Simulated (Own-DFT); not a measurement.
# Computed records: GaP (zincblende, atoms displaced)

All values are calculated (Own-DFT development build). A calculation, not a measurement: plane-wave PBE density functional theory by an unreviewed code, no spin, of a simulated periodic cell, stress positive in tension, free energy of the whole cell less one offset for each atom, forces on such cells passed a denser k mesh, this cell's mesh not checked; offsets are fitted by least squares, one for each functional and potential file, so energies compare only between cells with the same atoms and settings and are not formation energies; the far tail of each file's local potential was reset to the Coulomb form; each entry is a single point on an unrelaxed cell, so the pressure reflects the starting lattice, mostly measured values (interpolated for alloys), from which strain is counted, and rises with the displacements; printed positions are rounded, which can move forces by about a meV/angstrom; the program, named Own-DFT, is a retired in-house code; no spin-orbit coupling.

Settings shared by all entries: functional PBE; potential files PseudoDojo norm-conserving, scalar-relativistic, standard set; wave cutoff 42 hartree; occupations Fermi-Dirac; smearing width 0.1 eV; k mesh 2 x 3 x 3 centred on Gamma.

(1) GaP (zincblende, atoms displaced)

```xyz
96
Lattice="16.3515 0.0000 0.0000 0.0000 10.9010 0.0000 0.0000 0.0000 10.9010" Properties=species:S:1:pos:R:3 GaP
Ga     0.0364    10.8433    10.8881
Ga    16.3277     2.7050     2.6516
Ga     2.7278     0.0061     2.7436
Ga     2.6746     2.6693     0.0477
P      1.3923     1.2902     1.3315
P      1.2912     4.0835     4.0401
P      4.2192     1.4305     4.0588
P      4.0867     4.0631     1.4191
Ga     0.0353    10.8305     5.3931
Ga     0.0741     2.6684     8.1049
Ga     2.6612     0.0277     8.1322
Ga     2.6923     2.7082     5.5307
P      1.2855     1.3870     6.7983
P      1.3145     4.1130     9.4833
P      3.9998     1.3394     9.5637
P      4.1177     4.1026     6.8046
Ga    16.3145     5.3964    10.8752
Ga     0.0063     8.2455     2.7384
Ga     2.7409     5.4833     2.7374
Ga     2.6151     8.0720    10.8869
P      1.4363     6.8047     1.3807
P      1.3979     9.5195     4.1339
P      3.9838     6.8243     4.1071
P      4.0537     9.4687     1.3423
Ga    16.2852     5.5033     5.3861
Ga    16.2953     8.2066     8.2637
Ga     2.7218     5.4250     8.1952
Ga     2.6731     8.1040     5.4772
P      1.4188     6.7949     6.8210
P      1.4093     9.5259     9.5071
P      4.0732     6.9153     9.5247
P      4.1589     9.5531     6.7519
Ga     5.4688     0.0109    10.8888
Ga     5.4482     2.8063     2.7694
Ga     8.2275     0.0123     2.6391
Ga     8.2631     2.6816     0.0379
P      6.8625     1.3662     1.4106
P      6.7762     4.0817     3.9974
P      9.5394     1.3722     4.1630
P      9.5558     4.1360     1.3892
Ga     5.4930     0.0555     5.4025
Ga     5.4971     2.7063     8.2020
Ga     8.1114    10.8892     8.2273
Ga     8.2729     2.7795     5.4747
P      6.8227     1.3625     6.8248
P      6.7337     4.0767     9.6305
P      9.5541     1.3989     9.5712
P      9.4836     4.1330     6.8271
Ga     5.4630     5.4122     0.0246
Ga     5.4123     8.1388     2.7926
Ga     8.1365     5.5304     2.7758
Ga     8.2028     8.1223     0.0514
P      6.8885     6.8428     1.3296
P      6.8286     9.4872     4.2147
P      9.5751     6.8230     4.0766
P      9.5019     9.6576     1.3503
Ga     5.4442     5.4593     5.3241
Ga     5.4593     8.1893     8.1228
Ga     8.0130     5.4197     8.1800
Ga     8.0318     8.1456     5.4793
P      6.8601     6.8757     6.7981
P      6.8067     9.5802     9.4796
P      9.5037     6.8685     9.5539
P      9.4780     9.4695     6.8219
Ga    10.9120     0.1348     0.0065
Ga    10.9137     2.7144     2.7224
Ga    13.6288    10.8831     2.6884
Ga    13.6130     2.7625    10.8580
P     12.2751     1.4220     1.3586
P     12.3038     4.0776     4.2237
P     15.1323     1.2844     4.0521
P     14.9975     4.1053     1.2767
Ga    10.8540    10.8990     5.4117
Ga    10.8667     2.6490     8.1387
Ga    13.6318     0.0933     8.1827
Ga    13.6490     2.7287     5.4366
P     12.3247     1.3821     6.7847
P     12.2598     4.0153     9.5483
P     14.8969     1.3310     9.5832
P     14.9513     4.0762     6.7769
Ga    10.8849     5.4126     0.0245
Ga    10.7990     8.2813     2.6625
Ga    13.6253     5.4488     2.6810
Ga    13.6591     8.2396    10.8699
P     12.4166     6.7478     1.3915
P     12.2279     9.5022     4.1344
P     14.9777     6.7718     4.0905
P     15.0447     9.6119     1.3571
Ga    10.9290     5.5523     5.4978
Ga    10.8486     8.1383     8.1192
Ga    13.5871     5.4952     8.1609
Ga    13.6718     8.0528     5.4364
P     12.2620     6.8698     6.7671
P     12.1922     9.5706     9.4929
P     14.9880     6.8217     9.5052
P     14.9599     9.6080     6.7120
```

- free energy of cell above offsets: -49.833 eV
- pressure: 3.29 GPa
- stress xx: -3.21 GPa
- stress yy: -3.3 GPa
- stress zz: -3.35 GPa
- stress yz: 0.55 GPa
- stress xz: 0.3 GPa
- stress xy: 0.2 GPa

Force:
```tsv
element	x (eV/Å)	y (eV/Å)	z (eV/Å)
Ga	0.004	0.548	-0.573
Ga	0.351	-0.016	-0.132
Ga	0.786	-0.195	0.05
Ga	0.261	0.86	-0.517
P	-0.627	0.33	0.494
P	0.563	-0.019	0.272
P	-1.754	-0.584	0.533
P	-0.38	0.361	-0.668
Ga	0.057	0.355	0.474
Ga	-1.847	0.995	1.121
Ga	0.777	-0.334	-0.251
Ga	0.454	0.505	-0.97
P	0.861	-1.344	-0.73
P	0.453	-0.75	0.608
P	0.736	0.263	-0.351
P	0.11	-0.087	0.152
Ga	0.644	1.002	-0.135
Ga	0.047	-0.609	-0.042
Ga	-0.268	-0.884	0.113
Ga	1.05	1.149	-0.206
P	-1.826	-0.485	0.135
P	0.343	-0.065	-0.475
P	0.917	-0.168	-0.158
P	0.194	0.351	0.104
Ga	0.942	-0.828	0.997
Ga	0.47	0.253	-1.477
Ga	0.622	0.33	-0.145
Ga	0.608	0.97	0.322
P	-1.446	-0.148	0.411
P	-0.547	-0.013	0.197
P	0.387	-1.272	0.038
P	-1.055	0.257	0.023
Ga	-0.35	-0.204	0.295
Ga	0.213	-0.772	-1.189
Ga	-0.835	0.201	2.066
Ga	-0.616	0.814	0.264
P	-0.817	0.377	-0.434
P	1.276	0.534	1.279
P	-0.153	0.067	-1.256
P	-0.449	-0.354	0.506
Ga	-0.059	-0.224	0.428
Ga	-0.85	-0.104	-0.009
Ga	1.07	0.38	-0.671
Ga	-1.283	-0.241	-0.246
P	0.449	0.425	-0.175
P	1.032	-0.66	-0.49
P	-0.471	-0.5	-0.834
P	0.768	0.462	0.499
Ga	-0.814	0.995	0.285
Ga	0.293	0.406	-0.417
Ga	0.555	-0.466	-0.362
Ga	-0.026	1.554	-0.779
P	-1.394	-0.42	0.856
P	-0.436	0.991	-2.153
P	-0.609	0.478	0.239
P	0.73	-0.924	-1.156
Ga	-0.036	0.14	0.909
Ga	-0.075	0.302	0.221
Ga	0.793	0.181	0.52
Ga	2.446	0.159	-0.433
P	-1.719	-1.714	0.468
P	-0.269	-1.061	1.236
P	0.324	-1.248	-0.314
P	-0.026	0.895	-0.271
Ga	0.257	-0.903	-0.097
Ga	-0.029	0.532	0.719
Ga	-0.251	0.181	0.721
Ga	0.163	-0.232	0.457
P	0.407	-0.202	0.27
P	-0.617	0.482	-1.561
P	-1.555	0.733	-0.153
P	-0.425	-0.556	0.871
Ga	0.477	-0.444	1.032
Ga	0.385	0.703	-0.188
Ga	-0.39	-1.094	-0.397
Ga	0.783	-0.762	-0.172
P	-0.972	-0.301	-0.203
P	-0.666	0.976	-0.823
P	1.736	0.407	-0.147
P	0.615	0.372	0.541
Ga	0.61	0.588	-0.361
Ga	1.139	-0.777	0.304
Ga	0.537	-1.177	1.212
Ga	-0.242	-0.113	0.076
P	-2.086	1.65	-1.099
P	0.453	0.024	-0.692
P	0.136	0.669	-1.226
P	-0.492	-0.904	-0.038
Ga	-0.465	-0.941	-0.389
Ga	0.15	0.443	0.453
Ga	-0.027	-0.669	-0.003
Ga	-0.206	1.429	-0.144
P	0.106	-0.288	1.063
P	0.34	-0.025	0.239
P	-0.337	-0.185	0.528
P	-0.081	-0.808	1.111
```

(2) GaP (zincblende, atoms displaced)

```xyz
96
Lattice="16.3515 0.0000 0.0000 0.0000 10.9010 0.0000 0.0000 0.0000 10.9010" Properties=species:S:1:pos:R:3 GaP
Ga    16.3186     0.0714     0.0289
Ga     0.0391     2.6835     2.6836
Ga     2.7174    10.8634     2.6987
Ga     2.7435     2.6820    10.8679
P      1.3135     1.3436     1.3980
P      1.3589     4.0362     4.0995
P      4.0930     1.4041     4.0128
P      4.1512     4.0195     1.3146
Ga     0.0548    10.8584     5.4850
Ga     0.1139     2.7906     8.1725
Ga     2.7002     0.0005     8.1000
Ga     2.7575     2.7861     5.4801
P      1.4930     1.3162     6.8553
P      1.3475     4.0941     9.4725
P      4.1052     1.2935     9.5055
P      3.9971     4.0789     6.7907
Ga    16.3287     5.5194    10.8861
Ga     0.0275     8.2366     2.7012
Ga     2.6971     5.5037     2.6023
Ga     2.7360     8.2544    10.8844
P      1.4132     6.7902     1.3919
P      1.3779     9.5568     4.1776
P      3.9996     6.8278     3.9952
P      4.0769     9.5532     1.4196
Ga     0.0164     5.4891     5.4058
Ga     0.0023     8.2129     8.1429
Ga     2.6495     5.4877     8.2274
Ga     2.7105     8.2184     5.3404
P      1.4263     6.7175     6.7605
P      1.3451     9.4350     9.5650
P      4.0980     6.8420     9.5322
P      4.0928     9.5153     6.8506
Ga     5.4067    10.8054    10.8498
Ga     5.5052     2.7490     2.7454
Ga     8.1856     0.0366     2.6671
Ga     8.1208     2.7401    10.8451
P      6.7052     1.3470     1.4162
P      6.8977     4.1462     4.0476
P      9.4847     1.3048     4.0122
P      9.5572     4.1283     1.3583
Ga     5.4804    10.8846     5.4749
Ga     5.5112     2.6295     8.2342
Ga     8.1933     0.0377     8.1912
Ga     8.2345     2.6546     5.3764
P      6.7897     1.3782     6.7951
P      6.7824     4.0138     9.5134
P      9.5152     1.3672     9.6124
P      9.4526     4.0805     6.7739
Ga     5.4838     5.5216    10.8741
Ga     5.5095     8.0923     2.7391
Ga     8.1988     5.4448     2.7199
Ga     8.2519     8.2290     0.1558
P      6.8065     6.8248     1.3793
P      6.7931     9.6311     4.1168
P      9.5583     6.7611     4.0076
P      9.5327     9.5057     1.4747
Ga     5.4873     5.4353     5.5071
Ga     5.4258     8.2295     8.1814
Ga     8.2005     5.4928     8.1780
Ga     8.1438     8.2058     5.3730
P      6.8100     6.7822     6.9226
P      6.7853     9.5246     9.5141
P      9.5115     6.7803     9.4848
P      9.5153     9.6137     6.8531
Ga    10.8799     0.0084    10.8842
Ga    10.8649     2.7068     2.7588
Ga    13.5941    10.8937     2.7660
Ga    13.6742     2.7271    10.8856
P     12.3504     1.3225     1.2840
P     12.2981     4.1172     4.1385
P     14.9849     1.4156     4.0208
P     15.0248     4.1682     1.3882
Ga    10.9534     0.0140     5.3943
Ga    10.9437     2.6777     8.2498
Ga    13.5748     0.0766     8.1141
Ga    13.5204     2.6963     5.4791
P     12.1782     1.3359     6.7988
P     12.2702     4.0321     9.5530
P     15.0222     1.3558     9.5614
P     15.0627     4.1194     6.7634
Ga    10.7722     5.5190     0.0061
Ga    10.9128     8.0880     2.7635
Ga    13.5647     5.4309     2.7175
Ga    13.6089     8.0375     0.0012
P     12.2337     6.8612     1.3544
P     12.2185     9.6392     4.0401
P     14.9773     6.7898     4.0502
P     15.0084     9.6188     1.4310
Ga    10.8778     5.3091     5.4391
Ga    10.9048     8.1653     8.1864
Ga    13.5920     5.4617     8.1129
Ga    13.7184     8.2102     5.4816
P     12.2504     6.8362     6.8814
P     12.1981     9.5581     9.5171
P     14.9133     6.7732     9.5466
P     15.0394     9.5417     6.8037
```

- stress xx: —

Question: What stress xx does the calculation give for GaP (zincblende, atoms displaced) (entry 2)?
Answer: -3.35 GPa

Further results for GaP (zincblende, atoms displaced) (entry 2):

- free energy of cell above offsets: -49.745 eV
- pressure: 3.32 GPa
- stress yy: -3.27 GPa
- stress zz: -3.34 GPa
- stress yz: -0.22 GPa
- stress xz: -0.31 GPa
- stress xy: 0.33 GPa

Force:
```tsv
element	x (eV/Å)	y (eV/Å)	z (eV/Å)
Ga	0.333	-1.042	-0.21
Ga	-0.492	1.028	0.499
Ga	-0.132	0.563	0.609
Ga	-0.141	0.066	0.037
P	1.069	-0.063	-0.792
P	0.117	0.592	-0.608
P	-0.093	-0.365	0.947
P	-0.401	0.904	0.009
Ga	-0.454	1.32	-0.112
Ga	-1.114	-1.145	-0.746
Ga	0.738	-1.244	1.567
Ga	-0.297	-1.056	-0.919
P	-1.692	1.213	-1.177
P	0.435	0.419	1.822
P	-0.493	-0.003	0.176
P	1.517	0.516	1.361
Ga	0.386	-0.344	0.065
Ga	-0.01	-0.409	0.377
Ga	0.855	-1.987	1.073
Ga	0.439	-0.919	0.689
P	-1.155	1.376	-1.37
P	-0.357	0.24	-1.5
P	1.107	-0.433	0.764
P	0.451	-0.7	-0.466
Ga	0.025	-0.469	-0.306
Ga	0.13	-1.262	0.123
Ga	1.121	-0.239	-0.325
Ga	0.749	-0.834	1.361
P	-0.647	1.635	-0.005
P	-0.321	1.706	-0.369
P	-0.301	0.025	0.07
P	-0.281	0.115	-1.035
Ga	0.091	0.528	0.608
Ga	-0.312	0.392	0.256
Ga	-1.011	-0.37	-0.019
Ga	0.066	-0.249	1.289
P	0.981	-0.241	-1.298
P	-0.705	-0.651	0.773
P	1.015	0.289	0.607
P	-0.536	-0.792	-0.025
Ga	-1.083	0.548	0.029
Ga	-1.122	0.601	-0.884
Ga	-0.527	0.111	0.119
Ga	-0.831	0.49	0.319
P	0.746	-0.15	-0.126
P	0.365	1.467	0
P	-0.03	0.007	-0.543
P	0.779	-0.664	0.715
Ga	-0.303	-0.819	-0.036
Ga	-0.667	1.073	0.448
Ga	-0.066	0.182	-0.656
Ga	-0.929	-0.596	-1.558
P	0.703	-0.323	-0.32
P	0.318	-0.96	-0.921
P	-0.142	0.156	1.429
P	1.013	0.664	-0.372
Ga	-0.6	0.101	-0.429
Ga	0.179	-0.691	0.043
Ga	-0.58	-1.201	0.013
Ga	0.335	-0.293	0.789
P	-0.166	0.9	-1.209
P	1.04	-0.048	0.582
P	-0.031	1.177	0.849
P	0.461	-0.846	-0.852
Ga	0.068	-0.355	0.603
Ga	0.803	0.085	-0.631
Ga	0.542	0.607	-0.469
Ga	0.27	0.379	0.275
P	-0.925	0.432	0.785
P	-0.502	-0.794	-0.752
P	-0.164	-0.615	1.174
P	-0.234	-0.761	-0.252
Ga	-1.346	-0.157	0.383
Ga	-0.922	0.451	-0.401
Ga	0.615	-0.758	0.674
Ga	1.419	0.176	0.001
P	0.304	0.53	0.003
P	-0.072	1.005	0.114
P	-0.145	0.54	-1.135
P	-0.828	-0.533	0.303
Ga	1.243	-0.546	-0.244
Ga	0.183	0.972	0.066
Ga	0.36	0.365	-0.153
Ga	0.236	2.002	0.028
P	-0.235	-1.043	0.143
P	0.501	-1.816	0.544
P	0.034	0.607	-0.073
P	-0.472	-0.976	-0.828
Ga	-0.103	1.405	0.47
Ga	-0.488	0.45	-0.138
Ga	0.344	-0.862	0.452
Ga	-0.971	-0.346	-0.55
P	-0.173	-0.1	-1.486
P	0.883	-0.292	0.266
P	0.781	0.299	-0.829
P	-0.55	0.654	0.426
```
